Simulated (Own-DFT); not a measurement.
# One host, several defects: zincblende InP

Calculated, not measured: single-point runs of Own-DFT, a retired in-house plane-wave DFT program that no person has reviewed, on unrelaxed cells, without spin or spin-orbit coupling.

Settings: PBE; PseudoDojo norm-conserving scalar-relativistic files; cutoff 36 hartree; 2 x 3 x 3 k mesh centred on Gamma; Fermi-Dirac smearing of 0.1 eV.

Limits (not all hold for every row): not probed for a lower state with spin; forces on such cells failed a check on a denser k mesh; forces not confirmed at this smearing and k mesh; stress not checked against mesh or cutoff.

All runs share one cell, with vectors in Å (17.606, 0.000, 0.000); (0.000, 11.737, 0.000); (0.000, 0.000, 11.737) and a volume of 2425.5 Å³. u is the rms random offset of the atoms per axis. The defect's site can differ from row to row.

| cell | formula | u (Å) | P (GPa) |
|---|---|---|---|
| no defect | In48P48 | 0.0190 | 3.20 |
| no defect | In48P48 | 0.0196 | 3.20 |
| no defect | In48P48 | 0.0498 | 3.61 |
| one In on a P site and one P on an In site | In48P48 | 0.0306 | 3.51 |
| one In on a P site and one P on an In site | In48P48 | 0.0315 | ? |
| one In on a P site and one P on an In site | In48P48 | 0.0490 | 3.86 |
| one In on a P site and one P on an In site | In48P48 | 0.0496 | 3.80 |
| two P on an In site each | In46P50 | 0.0281 | 3.01 |
| two P on an In site each | In46P50 | 0.0514 | 3.41 |
| two P on an In site each | In46P50 | 0.0543 | 3.40 |

## What the rows give

P = P0 + c u² + a shift for each defect gives P0 = 3.12 GPa, c = 198 ± 13 GPa/Å² and a scatter of 0.04 GPa. The shifts, and each times the cell's volume:

- one In on a P site and one P on an In site: 0.22 ± 0.03 GPa, 3.4 eV
- two P on an In site each: -0.27 ± 0.03 GPa, -4.1 eV (-2.0 eV for each of its 2 sites)

A positive shift means that the defect pushes the cell outwards. Shift times volume (160.2 GPa Å³ is 1 eV) depends little on the cell's size, so, taken for each site, it can be compared between cells at like pressure. The atoms around the defects weren't relaxed, which would change these numbers.

## Test on the hidden row

The question: what pressure belongs in the blank (one In on a P site and one P on an In site, u = 0.0315 Å)?

The fitted form gives 3.54 ± 0.04 GPa. DFT gave 3.56 GPa.
